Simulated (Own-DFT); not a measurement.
## Calculated data, Hf₃₆O₇₁ (tetragonal hafnia with one neutral oxygen vacancy, atoms displaced)

Computed with Own-DFT development build. A calculation, not a measurement: plane-wave PBE and HSE06 DFT by an unreviewed code, no spin, of a simulated cell at Gamma alone, so results move with cell size and shape, stress positive in tension, energies less offsets, not probed for a lower state with spin; hafnium file: forces about 75 meV/angstrom off all-electron values; oxygen file: force components 24 meV/angstrom off all-electron in a glass; k mesh not checked against a denser one; forces and stress are PBE's, HSE06 gives the energy alone, and its difference from PBE has offsets of its own; offsets are fitted by least squares, one for each functional and potential file, so energies compare only between cells with the same atoms and settings and are not formation energies; the far tail of each file's local potential was reset to the Coulomb form; each entry is a single point on an unrelaxed cell, so the pressure reflects the starting lattice, taken from the Materials Project, from which strain is counted, and rises with the displacements; printed positions are rounded, which can move forces by about a meV/angstrom; the program is a retired in-house code; no spin-orbit coupling.

Settings shared by all entries: first functional PBE; second functional HSE06; exact exchange share 0.25; screening 0.11 1/bohr; exchange divergence Gygi-Baldereschi; potential files PseudoDojo norm-conserving, scalar-relativistic, made for PBE, standard set; wave cutoff 48 hartree; occupations fixed; k mesh 1 x 1 x 1 centred on Gamma.

```yaml
- entry: 1
  formula: Hf36O71
  kind: "tetragonal hafnia with one neutral oxygen vacancy, atoms displaced"
  structure:
    cell_angstrom: [[10.78, 0.0, 0.0], [0.0, 10.78, 0.0], [0.0, 0.0, 10.4493]]
    atoms_fractional:
      - [Hf, 0.99607, 0.9961, 0.00222]
      - [Hf, 0.17193, 0.16345, 0.24632]
      - [O, 0.00119, 0.17606, 0.15466]
      - [O, 0.17026, 0.99586, 0.34373]
      - [O, 0.00181, 0.16392, 0.40674]
      - [O, 0.16715, 0.99003, 0.10409]
      - [Hf, 0.00461, 0.99726, 0.50672]
      - [Hf, 0.15977, 0.17177, 0.74957]
      - [O, 0.00162, 0.16954, 0.65113]
      - [O, 0.1675, 0.00049, 0.85]
      - [O, 0.99971, 0.16669, 0.89821]
      - [O, 0.1671, 0.00669, 0.60124]
      - [Hf, 0.99608, 0.3308, 0.99762]
      - [Hf, 0.16749, 0.50177, 0.25389]
      - [O, 0.00292, 0.50872, 0.15663]
      - [O, 0.15568, 0.3331, 0.33588]
      - [O, 0.9965, 0.50775, 0.40398]
      - [O, 0.16058, 0.3362, 0.09474]
      - [Hf, 0.00292, 0.34025, 0.50154]
      - [Hf, 0.1615, 0.49556, 0.75096]
      - [O, 0.99229, 0.49931, 0.6478]
      - [O, 0.16619, 0.34138, 0.85845]
      - [O, 0.00448, 0.50063, 0.90073]
      - [O, 0.17088, 0.33743, 0.59341]
      - [Hf, 0.00609, 0.66618, 0.00268]
      - [Hf, 0.17725, 0.83417, 0.24449]
      - [O, 0.0098, 0.83323, 0.15933]
      - [O, 0.1671, 0.67052, 0.34216]
      - [O, 0.01272, 0.83569, 0.40563]
      - [O, 0.16826, 0.66227, 0.09415]
      - [Hf, 0.01001, 0.6779, 0.49894]
      - [Hf, 0.16596, 0.8349, 0.75442]
      - [O, 0.99994, 0.83775, 0.64549]
      - [O, 0.15527, 0.66556, 0.85159]
      - [O, 0.99777, 0.82218, 0.89374]
      - [O, 0.16481, 0.6679, 0.59753]
      - [Hf, 0.33682, 0.99856, 0.99703]
      - [Hf, 0.50328, 0.16939, 0.24946]
      - [O, 0.32843, 0.16087, 0.15869]
      - [O, 0.49841, 0.00065, 0.35134]
      - [O, 0.32959, 0.15817, 0.40049]
      - [O, 0.50324, 0.9993, 0.10243]
      - [Hf, 0.3279, 0.99664, 0.50277]
      - [Hf, 0.5014, 0.16192, 0.74635]
      - [O, 0.33045, 0.16102, 0.66789]
      - [O, 0.49706, 0.99811, 0.8447]
      - [O, 0.33951, 0.16448, 0.89362]
      - [O, 0.49441, 0.00081, 0.60372]
      - [Hf, 0.33635, 0.33258, 0.00568]
      - [Hf, 0.50286, 0.49429, 0.24811]
      - [O, 0.32536, 0.49891, 0.15449]
      - [O, 0.49961, 0.34085, 0.3505]
      - [O, 0.3359, 0.49245, 0.40513]
      - [O, 0.49421, 0.33746, 0.09834]
      - [Hf, 0.33229, 0.33384, 0.51057]
      - [Hf, 0.50174, 0.50586, 0.75057]
      - [O, 0.3354, 0.49305, 0.65637]
      - [O, 0.50548, 0.33994, 0.84454]
      - [O, 0.33146, 0.49634, 0.89638]
      - [O, 0.49724, 0.33601, 0.59601]
      - [Hf, 0.33712, 0.67427, 0.00125]
      - [Hf, 0.50317, 0.84091, 0.24533]
      - [O, 0.32716, 0.84301, 0.13934]
      - [O, 0.49662, 0.66215, 0.34863]
      - [O, 0.49894, 0.67337, 0.09793]
      - [Hf, 0.33414, 0.66938, 0.49949]
      - [Hf, 0.49855, 0.83303, 0.75102]
      - [O, 0.33275, 0.8395, 0.65367]
      - [O, 0.50335, 0.66099, 0.84397]
      - [O, 0.34259, 0.8403, 0.9015]
      - [O, 0.50502, 0.66895, 0.59431]
      - [Hf, 0.65997, 0.98782, 0.00855]
      - [Hf, 0.82904, 0.16377, 0.25297]
      - [O, 0.67112, 0.16274, 0.16069]
      - [O, 0.82405, 0.99655, 0.33825]
      - [O, 0.66774, 0.17213, 0.40122]
      - [O, 0.82551, 0.9975, 0.09411]
      - [Hf, 0.66612, 0.9994, 0.50816]
      - [Hf, 0.82873, 0.16745, 0.74687]
      - [O, 0.66797, 0.16733, 0.63916]
      - [O, 0.83554, 0.00167, 0.84281]
      - [O, 0.67097, 0.17003, 0.89197]
      - [O, 0.83722, 0.0032, 0.59821]
      - [Hf, 0.66621, 0.3321, 0.00398]
      - [Hf, 0.82917, 0.4965, 0.25774]
      - [O, 0.67411, 0.50043, 0.14523]
      - [O, 0.83156, 0.33755, 0.34363]
      - [O, 0.67083, 0.49813, 0.40621]
      - [O, 0.83279, 0.33592, 0.09961]
      - [Hf, 0.66878, 0.33274, 0.50317]
      - [Hf, 0.83212, 0.50336, 0.75213]
      - [O, 0.66791, 0.49938, 0.66069]
      - [O, 0.83263, 0.33127, 0.84871]
      - [O, 0.66257, 0.49578, 0.90533]
      - [O, 0.83345, 0.32945, 0.60017]
      - [Hf, 0.6632, 0.65628, 0.99996]
      - [Hf, 0.83259, 0.83929, 0.24929]
      - [O, 0.66626, 0.83671, 0.14541]
      - [O, 0.83322, 0.66413, 0.34364]
      - [O, 0.66986, 0.8331, 0.4051]
      - [O, 0.83149, 0.66078, 0.09792]
      - [Hf, 0.6789, 0.66517, 0.49681]
      - [Hf, 0.83867, 0.83384, 0.74789]
      - [O, 0.66091, 0.83268, 0.65324]
      - [O, 0.82985, 0.66714, 0.85439]
      - [O, 0.66655, 0.83463, 0.90617]
      - [O, 0.83205, 0.66256, 0.59355]
  results:
    "PBE_energy_of_cell_above_offsets [eV]": "-96.635"
    "HSE06_less_PBE_above_offsets [eV]": "0.087"
    "PBE_pressure [GPa]": 2.2
    "PBE_stress_xx [GPa]": -3.01
    "PBE_stress_yy [GPa]": -0.66
    "PBE_stress_zz [GPa]": -2.92
    "PBE_stress_yz [GPa]": -0.01
    "PBE_stress_xz [GPa]": -0.12
    "PBE_stress_xy [GPa]": 0.03
    force_element: [Hf, Hf, O, O, O, O, Hf, Hf, O, O, O, O, Hf, Hf, O, O, O, O, Hf, Hf, O, O, O, O, Hf, Hf, O, O, O, O, Hf, Hf, O, O, O, O, Hf, Hf, O, O, O, O, Hf, Hf, O, O, O, O, Hf, Hf, O, O, O, O, Hf, Hf, O, O, O, O, Hf, Hf, O, O, O, Hf, Hf, O, O, O, O, Hf, Hf, O, O, O, O, Hf, Hf, O, O, O, O, Hf, Hf, O, O, O, O, Hf, Hf, O, O, O, O, Hf, Hf, O, O, O, O, Hf, Hf, O, O, O, O]
    "force_x [eV/angstrom]": [0.684, -2.446, -0.879, 0.479, -0.567, -0.61, 0.214, 0.637, -0.294, -0.326, 0.253, -0.299, 0.533, -1.23, -0.695, 0.209, 0.48, 1.428, -0.77, 0.533, 1.198, -0.281, -0.743, -1.745, -1.441, -1.456, -2.333, 0.81, -1.144, 1.435, -1.502, -0.292, 0.451, 1.436, -0.107, 1.308, -1.165, -0.78, 2.684, 0.261, 0.273, -1.428, 0.508, -0.097, -0.088, 0.599, -0.033, 0.94, -2.668, -1.025, 2.367, 0.377, -0.768, 1.775, 1.518, -0.762, -0.92, -0.215, 0.315, 0.958, -1.076, -0.557, 2.899, -0.306, -0.229, 1.303, 0.524, -0.622, -0.326, -0.578, -0.993, 1.295, 2.332, -1.854, 0.279, -0.235, 1.938, -0.506, 0.292, -0.519, 0.437, -0.609, -0.795, 0.664, 2.022, -2.306, 0.208, -0.115, -0.399, -0.284, 0.346, 0.278, 0.217, 0.393, 0.11, 2.026, 0.452, 0.105, -0.417, -0.132, -0.028, -2.046, -1.198, 1.609, -0.371, -0.423, 1.648]
    "force_y [eV/angstrom]": [0.38, 0.505, -1.355, -0.044, -0.176, 1.351, 1.361, -0.166, 0.17, -0.292, -0.768, -0.445, 0.548, -0.646, -0.318, -0.273, -0.496, -0.507, -0.505, 0.696, -0.382, -1.811, -0.083, -0.174, -1.668, 0.395, 0.157, -0.162, 0.725, 0.818, -1.797, -0.399, -0.29, 0.758, 2.548, 0.037, 1.673, 0.011, 0.374, -0.142, 1.597, 0.332, -0.01, 1.423, 0.669, 0.23, 0.593, 0.183, 0.767, 1.458, 0.031, -1.94, 1.134, -0.654, -0.082, -2.249, 0.602, -1.438, 1.247, -0.735, -2.043, -1.38, -0.948, 0.958, -0.182, -0.656, -0.298, -0.742, 2.248, -1.907, -0.096, 1.241, 1.455, 0.535, 0.813, -1.039, -0.058, 0.134, 0.539, -0.489, -0.964, -0.899, -0.43, -0.147, 1.614, -0.238, -2.054, 0.19, -0.335, 0.069, -0.487, -0.028, 0.799, 0.06, 0.108, 0.916, -2.692, -0.05, 1.806, 0.238, 0.989, 0.238, -0.232, 0.705, -0.014, -0.82, 0.81]
    "force_z [eV/angstrom]": [-0.451, 1.455, -0.423, 0.969, 0.247, -1.793, -1.201, 1.379, 0.162, 0.121, 0.616, 0.138, 0.658, -0.796, 0.062, 1.423, 0.518, -0.146, -1.181, 0.747, 0.592, -1.78, 0.037, 1.398, 0.609, 1.115, -1.003, 1.245, -0.525, 0.185, -0.644, -0.071, 0.747, -1.088, 0.556, 0.461, 0.006, 1.696, -1.792, -0.439, 0.967, 0.426, -0.74, 1.017, -1.913, 0.966, 2.366, -0.712, -2.254, 0.449, -0.364, -0.697, 0.333, 1.079, -1.825, -0.572, -0.43, 0.31, 1.479, 0.125, -0.543, 1.274, 0.638, -1.013, 0.065, -0.549, -0.484, -0.284, 1.31, -0.616, -0.028, -2.608, 0.397, -1.49, 1.42, -0.152, 0.328, -0.598, 0.463, 0.76, 0.16, 1.243, -0.37, -1.714, -1.97, 0.835, 1.32, -0.557, -0.265, 0.255, 0.563, -0.945, -0.11, -0.02, -0.478, 0.022, -0.824, 1.213, 0.572, -0.615, -0.485, -0.204, 0.97, 0.07, -1.337, -0.504, 1.066]
- entry: 2
  formula: Hf36O71
  kind: "tetragonal hafnia with one neutral oxygen vacancy, atoms displaced"
  structure:
    cell_angstrom: [[10.78, 0.0, 0.0], [0.0, 10.78, 0.0], [0.0, 0.0, 10.4493]]
    atoms_fractional:
      - [Hf, 0.00454, 0.00274, 0.00519]
      - [Hf, 0.15747, 0.15943, 0.2379]
      - [O, 0.99893, 0.16357, 0.15566]
      - [O, 0.17356, 0.99288, 0.34736]
      - [O, 0.00575, 0.16734, 0.41396]
      - [O, 0.17877, 0.01298, 0.09427]
      - [Hf, 0.0038, 0.98597, 0.50089]
      - [Hf, 0.16398, 0.15868, 0.76213]
      - [O, 0.00844, 0.17466, 0.6467]
      - [O, 0.17072, 0.99251, 0.85143]
      - [O, 0.01256, 0.16665, 0.88793]
      - [O, 0.1662, 0.0036, 0.59627]
      - [Hf, 0.99988, 0.32241, 0.98629]
      - [Hf, 0.16325, 0.4859, 0.24638]
      - [O, 0.99161, 0.49176, 0.141]
      - [O, 0.16801, 0.33875, 0.34149]
      - [O, 0.01523, 0.49391, 0.40345]
      - [O, 0.17034, 0.33197, 0.10173]
      - [Hf, 0.00734, 0.33127, 0.50101]
      - [Hf, 0.16798, 0.51791, 0.72746]
      - [O, 0.00318, 0.50686, 0.66013]
      - [O, 0.16798, 0.34328, 0.84658]
      - [O, 0.001, 0.49343, 0.90455]
      - [O, 0.15917, 0.33793, 0.59801]
      - [Hf, 0.00905, 0.65658, 0.99804]
      - [Hf, 0.15623, 0.83131, 0.24824]
      - [O, 0.9963, 0.81619, 0.16005]
      - [O, 0.17851, 0.66512, 0.34775]
      - [O, 0.99614, 0.8181, 0.39686]
      - [O, 0.16981, 0.68466, 0.10494]
      - [Hf, 0.99601, 0.66391, 0.50448]
      - [Hf, 0.17709, 0.83317, 0.74467]
      - [O, 0.0033, 0.83323, 0.65176]
      - [O, 0.17537, 0.67591, 0.8575]
      - [O, 0.99377, 0.84701, 0.90063]
      - [O, 0.1714, 0.68071, 0.60571]
      - [Hf, 0.33999, 0.00523, 0.99467]
      - [Hf, 0.49693, 0.17981, 0.24456]
      - [O, 0.33199, 0.17071, 0.15569]
      - [O, 0.49943, 0.99159, 0.34367]
      - [O, 0.33635, 0.17282, 0.40038]
      - [O, 0.49917, 0.01237, 0.09035]
      - [Hf, 0.3344, 0.00568, 0.49759]
      - [Hf, 0.4875, 0.16695, 0.73548]
      - [O, 0.3361, 0.16509, 0.64564]
      - [O, 0.50539, 0.99818, 0.84997]
      - [O, 0.33321, 0.16653, 0.91036]
      - [O, 0.49184, 0.99193, 0.60454]
      - [Hf, 0.32687, 0.3351, 0.99855]
      - [Hf, 0.50814, 0.51382, 0.25049]
      - [O, 0.33283, 0.50125, 0.15242]
      - [O, 0.49089, 0.33149, 0.35152]
      - [O, 0.33117, 0.49022, 0.39211]
      - [O, 0.5038, 0.32533, 0.09546]
      - [Hf, 0.33301, 0.33171, 0.50562]
      - [Hf, 0.50627, 0.51166, 0.76243]
      - [O, 0.3337, 0.50049, 0.65037]
      - [O, 0.49874, 0.3313, 0.85028]
      - [O, 0.34538, 0.4909, 0.89255]
      - [O, 0.49936, 0.33109, 0.60601]
      - [Hf, 0.33032, 0.66721, 0.00818]
      - [Hf, 0.50087, 0.84808, 0.2461]
      - [O, 0.34349, 0.82255, 0.14846]
      - [O, 0.51334, 0.65896, 0.35857]
      - [O, 0.32041, 0.83176, 0.39904]
      - [O, 0.49774, 0.65871, 0.08993]
      - [Hf, 0.34558, 0.66141, 0.51435]
      - [Hf, 0.49188, 0.83506, 0.75279]
      - [O, 0.33378, 0.85178, 0.63254]
      - [O, 0.49816, 0.66549, 0.84032]
      - [O, 0.32951, 0.82323, 0.89512]
      - [O, 0.49427, 0.66205, 0.61098]
      - [Hf, 0.67258, 0.99821, 0.99937]
      - [Hf, 0.83814, 0.17182, 0.24025]
      - [O, 0.66853, 0.16903, 0.14569]
      - [O, 0.83427, 0.98372, 0.36207]
      - [O, 0.66802, 0.17746, 0.40112]
      - [O, 0.83335, 0.99946, 0.09575]
      - [Hf, 0.67072, 0.00473, 0.49702]
      - [Hf, 0.83718, 0.16341, 0.74756]
      - [O, 0.66227, 0.15464, 0.65117]
      - [O, 0.83129, 0.00901, 0.85575]
      - [O, 0.65799, 0.16737, 0.89817]
      - [O, 0.83533, 0.00932, 0.59921]
      - [Hf, 0.67162, 0.33574, 0.00281]
      - [Hf, 0.82836, 0.48905, 0.23848]
      - [O, 0.6574, 0.50857, 0.15772]
      - [O, 0.83511, 0.3482, 0.3526]
      - [O, 0.66069, 0.4866, 0.40009]
      - [O, 0.82631, 0.33397, 0.10008]
      - [Hf, 0.65722, 0.33392, 0.49911]
      - [Hf, 0.82829, 0.49999, 0.73325]
      - [O, 0.66237, 0.49886, 0.64261]
      - [O, 0.82266, 0.34556, 0.86362]
      - [O, 0.66759, 0.50045, 0.89061]
      - [O, 0.84212, 0.33375, 0.61714]
      - [Hf, 0.66185, 0.65917, 0.00211]
      - [Hf, 0.8377, 0.83585, 0.24094]
      - [O, 0.66032, 0.82523, 0.16244]
      - [O, 0.8258, 0.67504, 0.33973]
      - [O, 0.67017, 0.83776, 0.39246]
      - [O, 0.83949, 0.67336, 0.10294]
      - [Hf, 0.66941, 0.6755, 0.50237]
      - [Hf, 0.82824, 0.83412, 0.74896]
      - [O, 0.66853, 0.83239, 0.65048]
      - [O, 0.83697, 0.67023, 0.84654]
      - [O, 0.66159, 0.83018, 0.89219]
  results:
    "PBE_energy_of_cell_above_offsets [eV]": "-88.891"
    "HSE06_less_PBE_above_offsets [eV]": "0.581"
    "PBE_pressure [GPa]": 3.37
    "PBE_stress_xx [GPa]": -6.66
    "PBE_stress_yy [GPa]": -1.2
    "PBE_stress_zz [GPa]": -2.24
    "PBE_stress_yz [GPa]": -1.0
    "PBE_stress_xz [GPa]": -0.78
    "PBE_stress_xy [GPa]": 0.17
    force_element: [Hf, Hf, O, O, O, O, Hf, Hf, O, O, O, O, Hf, Hf, O, O, O, O, Hf, Hf, O, O, O, O, Hf, Hf, O, O, O, O, Hf, Hf, O, O, O, O, Hf, Hf, O, O, O, O, Hf, Hf, O, O, O, O, Hf, Hf, O, O, O, O, Hf, Hf, O, O, O, O, Hf, Hf, O, O, O, O, Hf, Hf, O, O, O, O, Hf, Hf, O, O, O, O, Hf, Hf, O, O, O, O, Hf, Hf, O, O, O, O, Hf, Hf, O, O, O, O, Hf, Hf, O, O, O, O, Hf, Hf, O, O, O]
    "force_x [eV/angstrom]": [-0.111, 4.447, -1.188, -1.58, -0.349, -2.491, -0.499, 0.514, -0.594, 0.153, -0.902, -0.086, 0.498, 0.876, 1.133, -0.524, -0.901, -2.209, -1.584, 1.266, -1.671, -0.192, 0.325, 2.451, -1.357, 3.832, 1.26, -1.251, 0.854, -1.068, 0.588, -0.379, -1.044, -1.419, 0.295, -0.216, 0.838, -0.181, -0.377, 0.055, -0.209, 0.903, -0.457, 4.206, -3.245, -1.254, -0.688, 1.976, 2.309, -4.526, -0.081, 1.057, 0.395, -0.536, 0.101, -1.103, 0.432, 0.098, -0.684, -0.282, -0.382, -1.247, -1.084, -0.561, 1.633, 0.891, -2.91, 0.645, -0.242, 0.298, 1.255, 2.482, -2.064, -3.33, 1.234, 0.598, 0.447, 1.314, -0.374, -1.538, 0.607, 0.08, 1.263, 0.535, -3.102, 0.795, 3.468, 0.608, 0.274, 2.144, 0.53, -0.249, 0.888, 1.574, -0.494, -0.933, 1.716, -2.613, 1.305, -0.117, -0.895, -1.345, -0.049, 1.105, -0.42, 0.134, 0.516]
    "force_y [eV/angstrom]": [-2.057, 0.947, 0.094, 1.719, -1.268, -0.665, 0.84, 1.585, -1.016, 0.96, -1.335, 0.09, 4.396, 3.362, 0.366, -3.9, 2.027, -0.651, -0.302, -1.577, 1.092, -1.495, 0.53, 0.637, 0.942, -2.857, 2.118, -0.421, 1.558, -1.317, -0.534, 0.252, -0.151, -1.771, -0.856, -1.231, -1.747, -0.331, -0.18, 4.105, -0.866, -0.886, -1.609, 0.761, 0.14, -0.043, 0.158, 0.88, 1.093, -2.141, -0.016, 0.827, 1.152, 0.264, 1.013, -4.896, 0.25, -0.11, 2.023, -0.343, -0.852, -3.055, 0.995, 2.312, 0.014, -0.278, 0.426, 1.217, -2.026, 2.705, 2.013, 0.884, 1.282, 0.12, -0.504, 2.977, -2.117, 0.113, -0.176, 1.224, 0.31, -0.702, -0.115, -0.333, -2.09, 3.13, -0.46, -3.053, 2.045, -0.698, 0.364, -0.386, 0.868, -2.009, 1.036, 0.176, 1.547, -1.497, 0.515, -2.724, -0.375, -1.004, -0.145, 0.076, -0.746, -0.539, -0.076]
    "force_z [eV/angstrom]": [-2.242, 3.621, -2.52, -0.644, -2.169, 0.482, -0.336, -2.323, 1.85, -0.073, 1.433, 0.576, 0.275, 0.662, 0.557, 1.046, 0.471, -0.716, -0.128, 3.955, -1.876, 0.074, -0.188, 0.386, 0.032, 2.309, -2.271, -0.55, 0.821, -1.258, -1.585, 0.191, -0.319, -0.89, 1.192, -0.194, 0.052, 0.077, -0.215, 1.632, 0.27, 0.969, -1.386, 3.376, -0.176, -0.466, -1.718, -1.121, -0.47, 1.81, -0.932, -0.075, 2.173, 0.543, -1.655, -1.228, -1.033, -0.827, 1.205, -0.811, -0.421, 0.637, -0.6, 0.426, 0.769, 0.555, -4.904, -0.293, 2.609, 2.515, -0.461, -0.051, -2.034, 2.981, 1.023, -1.342, -0.781, 1.379, 0.064, -0.993, -0.259, -0.396, 1.205, 0.579, -2.946, 1.256, -2.88, -0.331, -0.276, 1.469, 1.08, 2.068, 0.063, -0.992, 1.213, -1.293, -0.54, 1.919, -2.725, 1.575, 2.473, -2.017, -1.778, 1.458, -1.002, -1.107, 1.458]
```
